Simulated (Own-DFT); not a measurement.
SiC (2H silicon carbide, atoms displaced) (calculated)

All values are calculated (Own-DFT development build). A calculation, not a measurement: plane-wave PBE density functional theory by an unreviewed code, no spin, of a simulated periodic cell, stress positive in tension, free energy of the whole cell less one offset for each atom, forces on such cells passed a denser k mesh, this cell's mesh not checked; offsets are fitted by least squares, one for each functional and potential file, so energies compare only between cells with the same atoms and settings and are not formation energies; the far tail of each file's local potential was reset to the Coulomb form; each entry is a single point on an unrelaxed cell, so the pressure reflects the starting lattice, mostly measured values (interpolated for alloys), from which strain is counted, and rises with the displacements; printed positions are rounded, which can move forces by about a meV/angstrom; the program, named Own-DFT, is a retired in-house code; no spin-orbit coupling; before rounding, a Quantum ESPRESSO 7.3.1 run of the same cell and cutoff gave forces within 1 meV/angstrom rms on each cell, which checks the program and not the settings.

Common to all runs: functional PBE; potential files PseudoDojo norm-conserving, scalar-relativistic, standard set; wave cutoff 42 hartree; occupations Fermi-Dirac; smearing width 0.1 eV; k mesh 4 x 4 x 3 centred on Gamma.

(1) 
```cif
# cell vector a (Å): 9.2481 0.0000 0.0000
# cell vector b (Å): -4.6241 8.0091 0.0000
# cell vector c (Å): 0.0000 0.0000 10.0681
data_SiC
_symmetry_space_group_name_H-M 'P 1'
_symmetry_Int_Tables_number 1
_cell_length_a 9.2481
_cell_length_b 9.2481
_cell_length_c 10.0681
_cell_angle_alpha 90.000
_cell_angle_beta 90.000
_cell_angle_gamma 120.000
_cell_volume 745.73
loop_
_atom_site_label
_atom_site_type_symbol
_atom_site_fract_x
_atom_site_fract_y
_atom_site_fract_z
_atom_site_occupancy
Si1 Si 0.99957 0.99780 0.99913 1
Si2 Si 0.11128 0.21928 0.25240 1
C1 C 0.01118 0.00272 0.19021 1
C2 C 0.10827 0.22100 0.43431 1
Si3 Si 0.00412 0.00457 0.50555 1
Si4 Si 0.11017 0.21690 0.75010 1
C3 C 0.99281 0.99176 0.68763 1
C4 C 0.11489 0.22090 0.93743 1
Si5 Si 0.00100 0.33504 0.00293 1
Si6 Si 0.11460 0.55767 0.25168 1
C5 C 0.99836 0.32975 0.18425 1
C6 C 0.10931 0.55101 0.43746 1
Si7 Si 0.99836 0.33011 0.50242 1
Si8 Si 0.11516 0.55427 0.74810 1
C7 C 0.00334 0.33421 0.68873 1
C8 C 0.11486 0.55481 0.93893 1
Si9 Si 0.99499 0.66563 0.00359 1
Si10 Si 0.10731 0.88903 0.25126 1
C9 C 0.99649 0.66345 0.18649 1
C10 C 0.11452 0.89430 0.43303 1
Si11 Si 0.99800 0.66845 0.49633 1
Si12 Si 0.10749 0.88622 0.74880 1
C11 C 0.00082 0.66710 0.68475 1
C12 C 0.11018 0.89380 0.93811 1
Si13 Si 0.33398 0.00463 0.99913 1
Si14 Si 0.44242 0.22164 0.24959 1
C13 C 0.33078 0.99399 0.18728 1
C14 C 0.44913 0.21881 0.43768 1
Si15 Si 0.33139 0.00179 0.50035 1
Si16 Si 0.44733 0.22640 0.74903 1
C15 C 0.33474 0.00087 0.68652 1
C16 C 0.44639 0.22311 0.94222 1
Si17 Si 0.33861 0.33789 0.99771 1
Si18 Si 0.44621 0.56164 0.24909 1
C17 C 0.33768 0.33699 0.18435 1
C18 C 0.45150 0.55822 0.44216 1
Si19 Si 0.32903 0.33454 0.50424 1
Si20 Si 0.44805 0.55808 0.75091 1
C19 C 0.33044 0.32702 0.68893 1
C20 C 0.44406 0.55512 0.94235 1
Si21 Si 0.33693 0.67076 0.00107 1
Si22 Si 0.44192 0.89187 0.24977 1
C21 C 0.33695 0.66762 0.18877 1
C22 C 0.44671 0.88562 0.43968 1
Si23 Si 0.32585 0.66029 0.50338 1
Si24 Si 0.44688 0.88406 0.75488 1
C23 C 0.33544 0.66787 0.68826 1
C24 C 0.43996 0.88750 0.93568 1
Si25 Si 0.66214 0.00478 0.99948 1
Si26 Si 0.77465 0.22293 0.24882 1
C25 C 0.66891 0.99853 0.17945 1
C26 C 0.78035 0.22236 0.44010 1
Si27 Si 0.67055 0.00342 0.49763 1
Si28 Si 0.76938 0.21875 0.74842 1
C27 C 0.66590 0.99781 0.68822 1
C28 C 0.78409 0.23259 0.94401 1
Si29 Si 0.66909 0.33562 0.00100 1
Si30 Si 0.77896 0.55115 0.24924 1
C29 C 0.66560 0.32863 0.18727 1
C30 C 0.78134 0.55635 0.43514 1
Si31 Si 0.66489 0.33522 0.50216 1
Si32 Si 0.77042 0.54970 0.74681 1
C31 C 0.66933 0.33451 0.68319 1
C32 C 0.77081 0.54985 0.93759 1
Si33 Si 0.66956 0.66524 0.99908 1
Si34 Si 0.77764 0.88566 0.24838 1
C33 C 0.66151 0.66370 0.18920 1
C34 C 0.78076 0.88634 0.44079 1
Si35 Si 0.66696 0.66594 0.50178 1
Si36 Si 0.77388 0.88544 0.75186 1
C35 C 0.66886 0.67307 0.68949 1
C36 C 0.78506 0.89341 0.93764 1
_calc_free_energy_of_cell_above_offsets '-10.431'  # eV
_calc_pressure 3.81  # GPa
_calc_stress_xx -2.57  # GPa
_calc_stress_yy -2.66  # GPa
_calc_stress_zz -6.2  # GPa
_calc_stress_yz 0.19  # GPa
_calc_stress_xz -0.74  # GPa
_calc_stress_xy -0.11  # GPa
```

Force:
| element | x (eV/Å) | y (eV/Å) | z (eV/Å) |
| --- | --- | --- | --- |
| Si | 0.264 | 1.337 | 0.663 |
| Si | 0.052 | 0.978 | -1.442 |
| C | -2.276 | -0.552 | -0.909 |
| C | 0.449 | 0.432 | 1.543 |
| Si | -0.34 | -1.051 | -1.485 |
| Si | -0.546 | 0.003 | 0.534 |
| C | 0.403 | 1.099 | 0.402 |
| C | -0.618 | 0.266 | 0.173 |
| Si | 1.199 | -0.071 | -0.969 |
| Si | -0.098 | -0.884 | -0.822 |
| C | 0.144 | 0.545 | 1.711 |
| C | -0.432 | 0.402 | 0.266 |
| Si | 0.007 | 0.336 | -0.406 |
| Si | -0.921 | 0.277 | 0.738 |
| C | -0.469 | -0.867 | -0.003 |
| C | -0.824 | 0.602 | -0.091 |
| Si | 1.029 | 0.179 | -1.544 |
| Si | 1.401 | -0.537 | -0.637 |
| C | 0.394 | 0.448 | 0.887 |
| C | -0.306 | -0.647 | 1.395 |
| Si | 0.97 | 0.233 | 0.366 |
| Si | 0.706 | 0.28 | 0.247 |
| C | -0.221 | -0.672 | 0.426 |
| C | 0.797 | -1.306 | -0.205 |
| Si | -0.3 | -0.998 | 0.176 |
| Si | 0.214 | -0.149 | -0.077 |
| C | -0.728 | 1.028 | -0.156 |
| C | -1.619 | 0.857 | 0.05 |
| Si | 1.387 | -0.671 | -0.18 |
| Si | 0.172 | -1.355 | 0.41 |
| C | -0.052 | -0.209 | 0.822 |
| C | 0.326 | 0.51 | -1.259 |
| Si | -0.675 | -1.014 | 0.588 |
| Si | 0.356 | -1.387 | 0.811 |
| C | -0.535 | -0.196 | 1.053 |
| C | -1.536 | -0.829 | -0.532 |
| Si | 1.292 | -0.282 | -1.331 |
| Si | -0.605 | -0.701 | 0.215 |
| C | -0.1 | 1.263 | 0.154 |
| C | 0.398 | 1.021 | -1.259 |
| Si | -0.374 | -0.85 | 0.174 |
| Si | 1.541 | -0.616 | 0.421 |
| C | -1.013 | 0.52 | -0.074 |
| C | -0.896 | 0.285 | -0.237 |
| Si | 1.32 | 1.223 | -0.816 |
| Si | -1.265 | 0.955 | -1.78 |
| C | 0.167 | -0.598 | 0.345 |
| C | 0.462 | 0.687 | 0.882 |
| Si | 1.416 | -0.2 | -0.85 |
| Si | 1.348 | -0.72 | 0.105 |
| C | -0.689 | 0.147 | 2.262 |
| C | -0.754 | 0.273 | -0.517 |
| Si | -0.129 | -1.25 | 0.355 |
| Si | 1.85 | 0.631 | 0.86 |
| C | -0.086 | 0.179 | 0.178 |
| C | -0.642 | -1.534 | -1.802 |
| Si | -0.375 | -0.567 | 0.324 |
| Si | -1.147 | 0.107 | -0.077 |
| C | -0.671 | 0.657 | 0.237 |
| C | -0.803 | -0.346 | 0.618 |
| Si | 0.997 | -0.279 | -1.518 |
| Si | 1.14 | 1.511 | 0.507 |
| C | -0.934 | -0.267 | 1.062 |
| C | 0.769 | 0.891 | -0.43 |
| Si | -0.991 | 0.664 | 0.466 |
| Si | 0.323 | 0.636 | 0.312 |
| C | 1.642 | 0.365 | -0.508 |
| C | -0.354 | 0.706 | -0.58 |
| Si | 0.514 | 0.557 | -0.32 |
| Si | 0.371 | 1.25 | 0.103 |
| C | 0.186 | -1.891 | -0.244 |
| C | -1.679 | -0.848 | 0.22 |

(2) 
```cif
# cell vector a (Å): 9.2481 0.0000 0.0000
# cell vector b (Å): -4.6241 8.0091 0.0000
# cell vector c (Å): 0.0000 0.0000 10.0681
data_SiC
_symmetry_space_group_name_H-M 'P 1'
_symmetry_Int_Tables_number 1
_cell_length_a 9.2481
_cell_length_b 9.2481
_cell_length_c 10.0681
_cell_angle_alpha 90.000
_cell_angle_beta 90.000
_cell_angle_gamma 120.000
_cell_volume 745.73
loop_
_atom_site_label
_atom_site_type_symbol
_atom_site_fract_x
_atom_site_fract_y
_atom_site_fract_z
_atom_site_occupancy
Si1 Si 0.99875 0.00176 0.00199 1
Si2 Si 0.11383 0.22230 0.24493 1
C1 C 0.00007 0.00468 0.18723 1
C2 C 0.11166 0.21860 0.43792 1
Si3 Si 0.99817 0.99830 0.50216 1
Si4 Si 0.11103 0.22321 0.74841 1
C3 C 0.99395 0.00075 0.68496 1
C4 C 0.10751 0.22079 0.93687 1
Si5 Si 0.00285 0.33710 0.99860 1
Si6 Si 0.10432 0.55112 0.24674 1
C5 C 0.00043 0.33142 0.18910 1
C6 C 0.10848 0.55414 0.43826 1
Si7 Si 0.99272 0.32863 0.49816 1
Si8 Si 0.11209 0.55438 0.75556 1
C7 C 0.00731 0.34227 0.68645 1
C8 C 0.11554 0.56656 0.94345 1
Si9 Si 0.99662 0.65901 0.00148 1
Si10 Si 0.10978 0.88890 0.25121 1
C9 C 0.99831 0.66263 0.18659 1
C10 C 0.10886 0.88521 0.43596 1
Si11 Si 0.00435 0.67382 0.49816 1
Si12 Si 0.11267 0.88873 0.74814 1
C11 C 0.99802 0.66592 0.68912 1
C12 C 0.11036 0.89024 0.93560 1
Si13 Si 0.33270 0.99819 0.99986 1
Si14 Si 0.44967 0.22245 0.25627 1
C13 C 0.33013 0.99991 0.19011 1
C14 C 0.44105 0.21594 0.43702 1
Si15 Si 0.33593 0.99595 0.50647 1
Si16 Si 0.44243 0.22208 0.75006 1
C15 C 0.33591 0.00027 0.68374 1
C16 C 0.44967 0.22571 0.93613 1
Si17 Si 0.33151 0.33119 0.00113 1
Si18 Si 0.44108 0.55541 0.24978 1
C17 C 0.34417 0.33750 0.18815 1
C18 C 0.44832 0.55222 0.44052 1
Si19 Si 0.33184 0.33815 0.49932 1
Si20 Si 0.44081 0.55709 0.74991 1
C19 C 0.33881 0.33569 0.68652 1
C20 C 0.44059 0.55154 0.94169 1
Si21 Si 0.33233 0.67402 0.00563 1
Si22 Si 0.44172 0.88620 0.24913 1
C21 C 0.33416 0.66246 0.19007 1
C22 C 0.44303 0.89230 0.43646 1
Si23 Si 0.32687 0.66218 0.49833 1
Si24 Si 0.44793 0.88774 0.75232 1
C23 C 0.33264 0.66717 0.68619 1
C24 C 0.44371 0.89508 0.93873 1
Si25 Si 0.66520 0.99868 0.99247 1
Si26 Si 0.77740 0.22056 0.25056 1
C25 C 0.66452 0.99559 0.18668 1
C26 C 0.78345 0.22589 0.44186 1
Si27 Si 0.66777 0.00164 0.50006 1
Si28 Si 0.77748 0.22175 0.75129 1
C27 C 0.66553 0.00447 0.68575 1
C28 C 0.77519 0.21544 0.93626 1
Si29 Si 0.66664 0.33361 0.99597 1
Si30 Si 0.77522 0.55251 0.24824 1
C29 C 0.66244 0.33184 0.19119 1
C30 C 0.77711 0.55694 0.43344 1
Si31 Si 0.66125 0.33210 0.49537 1
Si32 Si 0.77921 0.55963 0.75350 1
C31 C 0.67273 0.33567 0.68051 1
C32 C 0.78467 0.55737 0.93951 1
Si33 Si 0.66795 0.66690 0.00347 1
Si34 Si 0.77540 0.88251 0.24926 1
C33 C 0.65792 0.66412 0.18321 1
C34 C 0.78022 0.88900 0.43522 1
Si35 Si 0.66881 0.66342 0.50330 1
Si36 Si 0.77964 0.89164 0.74868 1
C35 C 0.66365 0.66012 0.68533 1
C36 C 0.77437 0.88665 0.93311 1
_calc_free_energy_of_cell_above_offsets '-10.404'  # eV
_calc_pressure 3.79  # GPa
_calc_stress_xx -2.51  # GPa
_calc_stress_yy -2.59  # GPa
_calc_stress_zz -6.29  # GPa
_calc_stress_yz -0.18  # GPa
_calc_stress_xz -0.16  # GPa
_calc_stress_xy -0.36  # GPa
```

Force:
| element | x (eV/Å) | y (eV/Å) | z (eV/Å) |
| --- | --- | --- | --- |
| Si | 0.095 | -0.565 | -0.867 |
| Si | 0.418 | 0.51 | 1.269 |
| C | 0.295 | -1.356 | 0.025 |
| C | -0.702 | 0.536 | -0.345 |
| Si | 0.344 | 0.136 | -1.147 |
| Si | 0.264 | 0.275 | -0.294 |
| C | 1.424 | 0.154 | 0.729 |
| C | 0.435 | 0.431 | 0.137 |
| Si | -0.3 | -0.484 | 0.311 |
| Si | 1.016 | 0.445 | 1.089 |
| C | -0.312 | 0.005 | -0.761 |
| C | -0.168 | -0.21 | -0.605 |
| Si | 2.064 | 1.412 | 0.561 |
| Si | -0.5 | 1.14 | -0.934 |
| C | -0.425 | -1.613 | 0.631 |
| C | 0.699 | -1.918 | -0.855 |
| Si | -0.39 | 2.469 | 0.05 |
| Si | -0.044 | -0.074 | -0.547 |
| C | -0.656 | 0.58 | 0.176 |
| C | 0.201 | 1.321 | 0.724 |
| Si | -0.412 | -2.045 | 0.513 |
| Si | -0.513 | 0.101 | 0.038 |
| C | 0.536 | 0.419 | -0.168 |
| C | 0.041 | -0.297 | 0.613 |
| Si | -1.077 | 1.109 | 0.381 |
| Si | -1.201 | -0.666 | -1.137 |
| C | 0.556 | -0.126 | -0.564 |
| C | -0.392 | 0.538 | 1.074 |
| Si | -1.194 | 0.54 | -2.272 |
| Si | 1.237 | 0.442 | -0.759 |
| C | -0.246 | -0.225 | 2.156 |
| C | -0.945 | -0.763 | 0.185 |
| Si | 0.401 | 0.14 | -0.197 |
| Si | 0.972 | -0.432 | 0.604 |
| C | -1.236 | -1.06 | 0.103 |
| C | -1.21 | 1.169 | -0.808 |
| Si | 0.916 | -1.594 | 0.101 |
| Si | 0.866 | -0.41 | 0.425 |
| C | -1.169 | -0.361 | 0.315 |
| C | -0.251 | 1.133 | -0.7 |
| Si | 1.556 | -0.706 | -0.623 |
| Si | 0.001 | 0.419 | 0.183 |
| C | -1.66 | 0.632 | 0.052 |
| C | 1.099 | -1.095 | 0.291 |
| Si | 0.98 | 0.685 | -0.121 |
| Si | -0.979 | 0.206 | -0.811 |
| C | -0.131 | 0.135 | 0.589 |
| C | 0.741 | -1.1 | -0.284 |
| Si | 0.29 | -0.348 | 1.765 |
| Si | -0.002 | -0.377 | -0.017 |
| C | -0.071 | 0.361 | -0.266 |
| C | -1.875 | -1.21 | -1.345 |
| Si | -0.039 | -0.369 | -0.651 |
| Si | 0.159 | 0.952 | -1.128 |
| C | 0.871 | -0.814 | 0.584 |
| C | 0.032 | 1.779 | 0.255 |
| Si | 0.374 | -0.268 | 0.975 |
| Si | -0.492 | 0.541 | -0.01 |
| C | 1.401 | -0.026 | -1.059 |
| C | 0.504 | -0.211 | 0.543 |
| Si | 0.922 | 0.49 | 0.409 |
| Si | 0.288 | -1.005 | -1.099 |
| C | -0.954 | -0.069 | 1.759 |
| C | -1.408 | -0.617 | -0.079 |
| Si | -0.577 | -0.352 | -1.577 |
| Si | -0.408 | 0.902 | -0.181 |
| C | 1.551 | 0.222 | 1.369 |
| C | -0.6 | -0.483 | 0.771 |
| Si | -0.364 | 0.557 | -1.116 |
| Si | -0.721 | -1.011 | -0.547 |
| C | -0.343 | 1.337 | 1.306 |
| C | 0.42 | 0.037 | 0.813 |

(3) 
```cif
# cell vector a (Å): 9.2481 0.0000 0.0000
# cell vector b (Å): -4.6241 8.0091 0.0000
# cell vector c (Å): 0.0000 0.0000 10.0681
data_SiC
_symmetry_space_group_name_H-M 'P 1'
_symmetry_Int_Tables_number 1
_cell_length_a 9.2481
_cell_length_b 9.2481
_cell_length_c 10.0681
_cell_angle_alpha 90.000
_cell_angle_beta 90.000
_cell_angle_gamma 120.000
_cell_volume 745.73
loop_
_atom_site_label
_atom_site_type_symbol
_atom_site_fract_x
_atom_site_fract_y
_atom_site_fract_z
_atom_site_occupancy
Si1 Si 0.00128 0.99949 0.99789 1
Si2 Si 0.10800 0.22931 0.25349 1
C1 C 0.99735 0.99880 0.18500 1
C2 C 0.11265 0.22159 0.44019 1
Si3 Si 0.99867 0.00471 0.50070 1
Si4 Si 0.10251 0.22196 0.75081 1
C3 C 0.99789 0.00355 0.68177 1
C4 C 0.10887 0.22197 0.93874 1
Si5 Si 0.00279 0.33504 0.99632 1
Si6 Si 0.11015 0.55537 0.25269 1
C5 C 0.99466 0.33227 0.19680 1
C6 C 0.11443 0.55353 0.43443 1
Si7 Si 0.99913 0.33126 0.50303 1
Si8 Si 0.11550 0.56010 0.74951 1
C7 C 0.00147 0.33398 0.68293 1
C8 C 0.11652 0.56342 0.93828 1
Si9 Si 0.99989 0.66473 0.99748 1
Si10 Si 0.11108 0.89283 0.24556 1
C9 C 0.99021 0.66330 0.18314 1
C10 C 0.11548 0.89438 0.43993 1
Si11 Si 0.00111 0.66667 0.49586 1
Si12 Si 0.11631 0.89576 0.75658 1
C11 C 0.00168 0.66900 0.69187 1
C12 C 0.11052 0.89509 0.93691 1
Si13 Si 0.33307 0.00330 0.00037 1
Si14 Si 0.44578 0.22403 0.25313 1
C13 C 0.32824 0.99366 0.18471 1
C14 C 0.44079 0.22315 0.43462 1
Si15 Si 0.33385 0.99732 0.50390 1
Si16 Si 0.44037 0.22482 0.74641 1
C15 C 0.33030 0.99720 0.69177 1
C16 C 0.45049 0.22670 0.93075 1
Si17 Si 0.33323 0.33456 0.00124 1
Si18 Si 0.44563 0.55536 0.25315 1
C17 C 0.33203 0.33699 0.18951 1
C18 C 0.43950 0.54886 0.44122 1
Si19 Si 0.33403 0.33333 0.49856 1
Si20 Si 0.44901 0.55463 0.75248 1
C19 C 0.33233 0.33443 0.68716 1
C20 C 0.43669 0.55437 0.93957 1
Si21 Si 0.33342 0.66342 0.00297 1
Si22 Si 0.44027 0.88939 0.25351 1
C21 C 0.33425 0.66728 0.19028 1
C22 C 0.44606 0.89012 0.43667 1
Si23 Si 0.33129 0.67030 0.49888 1
Si24 Si 0.45136 0.89135 0.74611 1
C23 C 0.33072 0.66353 0.68637 1
C24 C 0.43762 0.88478 0.93739 1
Si25 Si 0.66596 0.00175 0.00195 1
Si26 Si 0.77846 0.22634 0.25362 1
C25 C 0.67145 0.99468 0.18958 1
C26 C 0.77788 0.21419 0.43657 1
Si27 Si 0.66583 0.00514 0.49542 1
Si28 Si 0.77535 0.22159 0.74690 1
C27 C 0.66668 0.99878 0.69011 1
C28 C 0.78362 0.22478 0.93522 1
Si29 Si 0.66668 0.33576 0.99612 1
Si30 Si 0.77792 0.55232 0.25041 1
C29 C 0.67113 0.33418 0.18825 1
C30 C 0.78309 0.55663 0.43237 1
Si31 Si 0.66858 0.33278 0.49681 1
Si32 Si 0.77102 0.55533 0.74953 1
C31 C 0.66902 0.33065 0.68906 1
C32 C 0.77133 0.55355 0.94089 1
Si33 Si 0.66582 0.66201 0.00241 1
Si34 Si 0.77430 0.88543 0.24518 1
C33 C 0.66450 0.66346 0.19118 1
C34 C 0.78415 0.88268 0.44051 1
Si35 Si 0.66194 0.66393 0.49970 1
Si36 Si 0.78167 0.89382 0.75038 1
C35 C 0.67003 0.67104 0.69054 1
C36 C 0.77925 0.89187 0.93531 1
_calc_free_energy_of_cell_above_offsets '-10.098'  # eV
_calc_pressure 3.98  # GPa
_calc_stress_xx -3.48  # GPa
_calc_stress_yy -2.49  # GPa
_calc_stress_zz -5.98  # GPa
_calc_stress_yz 0.5  # GPa
_calc_stress_xz -0.2  # GPa
_calc_stress_xy 0  # GPa
```

Force:
| element | x (eV/Å) | y (eV/Å) | z (eV/Å) |
| --- | --- | --- | --- |
| Si | -1.229 | 0.392 | 0.585 |
| Si | 1.109 | -1.528 | -0.382 |
| C | 0.002 | 0.87 | 0.345 |
| C | -0.627 | 0.5 | -0.316 |
| Si | 1.307 | -0.89 | -0.646 |
| Si | 1.522 | 0.1 | -0.404 |
| C | 0.771 | -0.028 | 1.976 |
| C | 0.554 | 0.16 | -0.235 |
| Si | -0.555 | 0.374 | 1.269 |
| Si | -0.35 | 0.35 | -1.265 |
| C | 0.448 | 0.885 | -1.941 |
| C | -1.065 | 0.164 | 1.137 |
| Si | 0.551 | 0.29 | -1.321 |
| Si | -0.663 | -0.448 | -0.001 |
| C | -0.997 | 0.444 | 1.561 |
| C | -0.079 | -1.432 | -0.146 |
| Si | -0.815 | 0.642 | 0.067 |
| Si | -0.48 | -0.941 | 0.943 |
| C | 1.751 | 0.793 | 0.736 |
| C | -0.205 | -0.655 | -0.726 |
| Si | 0.237 | 0.711 | 1.005 |
| Si | -1.117 | -1.018 | -1.934 |
| C | -0.534 | -0.034 | -0.552 |
| C | 0.818 | -0.865 | 0.816 |
| Si | 0.514 | -0.229 | -0.89 |
| Si | -0.379 | -0.436 | -1.471 |
| C | 0.366 | 1.586 | 0.619 |
| C | 1.367 | -0.405 | 1.328 |
| Si | -0.806 | 0.633 | -0.403 |
| Si | 1.067 | -0.552 | -0.09 |
| C | 0.894 | 0.904 | -0.686 |
| C | -1.119 | -0.455 | 1.52 |
| Si | 0.107 | -0.341 | -0.267 |
| Si | -0.467 | 0.159 | -0.118 |
| C | 0.35 | -0.708 | -0.106 |
| C | -0.042 | 1.561 | -0.523 |
| Si | -0.504 | -0.484 | 0.728 |
| Si | -1.254 | 0.302 | -0.495 |
| C | -0.305 | -0.131 | 0.084 |
| C | 1.741 | -0.083 | -0.181 |
| Si | -0.693 | 1.3 | 0.042 |
| Si | 1.109 | -0.183 | -1.437 |
| C | -0.221 | -0.235 | 0.247 |
| C | -0.382 | 0.082 | 0.605 |
| Si | 1.006 | -0.99 | 0.374 |
| Si | -1.456 | -1.05 | 1.268 |
| C | 0.987 | 0.884 | -0.005 |
| C | 0.898 | 0.768 | 0.126 |
| Si | 0.045 | -0.402 | -0.541 |
| Si | 0.341 | -1.607 | -0.969 |
| C | -2.543 | 1.403 | -0.071 |
| C | -0.735 | 2.124 | 0.4 |
| Si | 1.705 | -2.409 | 1.189 |
| Si | 0.964 | 0.025 | 0.6 |
| C | 0.162 | 0.692 | -1.356 |
| C | -0.93 | -0.07 | 0.311 |
| Si | 0.88 | -0.731 | 0.601 |
| Si | -0.647 | 0.516 | -0.662 |
| C | -1.169 | -0.684 | -0.343 |
| C | -0.772 | -0.646 | 1.444 |
| Si | -0.223 | 0.078 | 0.36 |
| Si | 1.727 | 0.076 | 0.258 |
| C | -1.501 | 0.637 | -1.04 |
| C | 1.11 | 0.439 | -1.036 |
| Si | -1.258 | 1.116 | -0.079 |
| Si | 1.583 | -0.199 | 1.502 |
| C | 0.158 | -0.206 | -0.507 |
| C | -2.364 | 0.738 | -1.066 |
| Si | 0.971 | 0.032 | 0.193 |
| Si | -0.025 | -0.488 | -0.212 |
| C | -0.534 | -0.444 | -0.603 |
| C | -0.074 | -0.727 | 0.793 |
